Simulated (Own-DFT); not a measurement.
# What a defect does to the pressure of its cell: zincblende GaAs

The numbers are computed, not measured, by runs of the plane-wave DFT program Own-DFT (in-house, retired, unreviewed) at fixed positions, with no spin and no spin-orbit coupling.

Settings: PBE; PseudoDojo norm-conserving scalar-relativistic files; cutoff 42 hartree; 3 x 3 x 3 k mesh centred on Gamma; Fermi-Dirac smearing of 0.1 eV.

Limits (not all hold for every row): not probed for a lower state with spin; forces not confirmed at this smearing and k mesh; stress not checked against mesh or cutoff.

All runs share one cell, with vectors in Å (11.737, 0.000, 0.000); (0.000, 11.737, 0.000); (0.000, 0.000, 10.833) and a volume of 1492.4 Å³, strained against the parent crystal. Atoms were moved at random from their sites; u is the rms move along one axis. The defect's site can differ from row to row.

| cell | formula | u (Å) | P (GPa) |
|---|---|---|---|
| no defect | As32Ga32 | 0.0274 | 1.21 |
| no defect | As32Ga32 | 0.0283 | 1.23 |
| no defect | As32Ga32 | 0.0482 | 1.52 |
| one P on an As site | As31Ga32P | 0.0303 | 1.02 |
| one P on an As site | As31Ga32P | 0.0327 | 1.05 |
| one P on an As site | As31Ga32P | 0.0340 | 1.05 |
| one As vacancy and one Ga vacancy | As31Ga31 | 0.0278 | 0.93 |
| one As vacancy and one Ga vacancy | As31Ga31 | 0.0299 | 0.93 |
| one As vacancy and one Ga vacancy | As31Ga31 | 0.0461 | 1.06 |
| one Al on a Ga site | AlAs32Ga31 | 0.0284 | 1.22 |
| one Al on a Ga site | AlAs32Ga31 | 0.0294 | ? |
| one Al on a Ga site | AlAs32Ga31 | 0.0484 | 1.52 |
| one Al on a Ga site | AlAs32Ga31 | 0.0486 | 1.53 |
| one In on a Ga site | As32Ga31In | 0.0463 | 2.12 |
| one In on a Ga site | As32Ga31In | 0.0477 | 2.11 |
| one In on a Ga site | As32Ga31In | 0.0517 | 2.21 |

## What the rows give

P = P0 + c u² + a shift for each defect gives P0 = 1.10 GPa, c = 171 ± 15 GPa/Å² and a scatter of 0.03 GPa. The shifts, and each times the cell's volume:

- one In on a Ga site: 0.65 ± 0.03 GPa, 6.0 eV
- one Al on a Ga site: 0.01 ± 0.03 GPa, 0.1 eV (not resolved)
- one P on an As site: -0.24 ± 0.03 GPa, -2.2 eV
- one As vacancy and one Ga vacancy: -0.34 ± 0.03 GPa, -3.2 eV

A positive shift means that the defect pushes the cell outwards. Shift times volume (160.2 GPa Å³ is 1 eV) depends little on the cell's size, so, taken for each site, it can be compared between cells at like pressure. The atoms around the defects weren't relaxed, which would change these numbers.

## Check

The question: what pressure belongs in the blank (one Al on a Ga site, u = 0.0294 Å)?

The fit gives 1.26 ± 0.04 GPa. DFT gave 1.21 GPa.
